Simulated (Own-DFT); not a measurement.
# Two functionals across a range of volumes: C11b WSi2, 30 atoms (Si20W10)

Calculated, not measured: single-point runs of Own-DFT, a retired in-house plane-wave DFT program that no person has reviewed, on unrelaxed cells, without spin or spin-orbit coupling.

Keep in mind: forces on such cells failed a check on a denser k mesh; stress not checked against mesh or cutoff.

Each geometry was run with PBE and with PBEsol, otherwise alike: PseudoDojo norm-conserving scalar-relativistic files made for PBE; cutoff 50 hartree; 5 x 5 x 5 k mesh centred on Gamma; cold (Marzari-Vanderbilt) smearing of 0.2 eV. Unstrained cell vectors in Å: (-2.149, -5.953, 3.409); (-6.444, 2.976, 1.136); (-2.553, -2.948, -6.757). Each has a uniform strain, of which the change of volume is shown, and random moves of rms u per axis.

| run | volume change (%) | u (Å) | P with PBE (GPa) | P with PBEsol (GPa) |
|---|---|---|---|---|
| 1 | -3.09 | 0.0445 | 14.61 | 10.34 |
| 2 | 1.52 | 0.0487 | 3.54 | -0.48 |
| 3 | 0.23 | 0.0513 | 5.71 | 1.61 |
| 4 | -0.56 | 0.0479 | 8.35 | 4.23 |
| 5 | 2.96 | 0.0459 | -0.46 | -4.40 |
| 6 | -2.82 | 0.0514 | 13.44 | 9.23 |
| 7 | -1.51 | 0.0497 | 9.50 | 5.32 |
| 8 | 1.64 | 0.0512 | 1.96 | -2.04 |
| 9 | -2.95 | 0.0495 | 14.23 | 9.99 |
| 10 | 4.98 | 0.0473 | -4.98 | -8.82 |
| 11 | 2.28 | 0.0463 | 0.38 | ? |

Question: by how much does PBEsol shrink this cell, and what belongs in the blank?

## Worked answer

Write v for the change of volume as a fraction. Fitted to v and u², the PBE pressure has a slope of -243 ± 6 GPa in v, with the ions held to the strained lattice. The difference PBEsol less PBE is -4.09 + 5.1 v GPa (slope ± 0.2) and averages -4.09 GPa. Divided by the mean slope of the two, 241 GPa, that makes PBEsol's volume at a given pressure, near 5 GPa, about 1.7 % smaller, or 0.57 % in lengths. At one volume PBEsol's slope is the smaller by 5 GPa, but its pressure there is lower too. If stiffness rises by about 4 GPa for each GPa, PBEsol at equal pressure is stiffer by about 11 GPa. Files made for PBEsol would give a different shift.

For run 11 the line gives -3.59 GPa. The hidden result is -3.59 GPa.
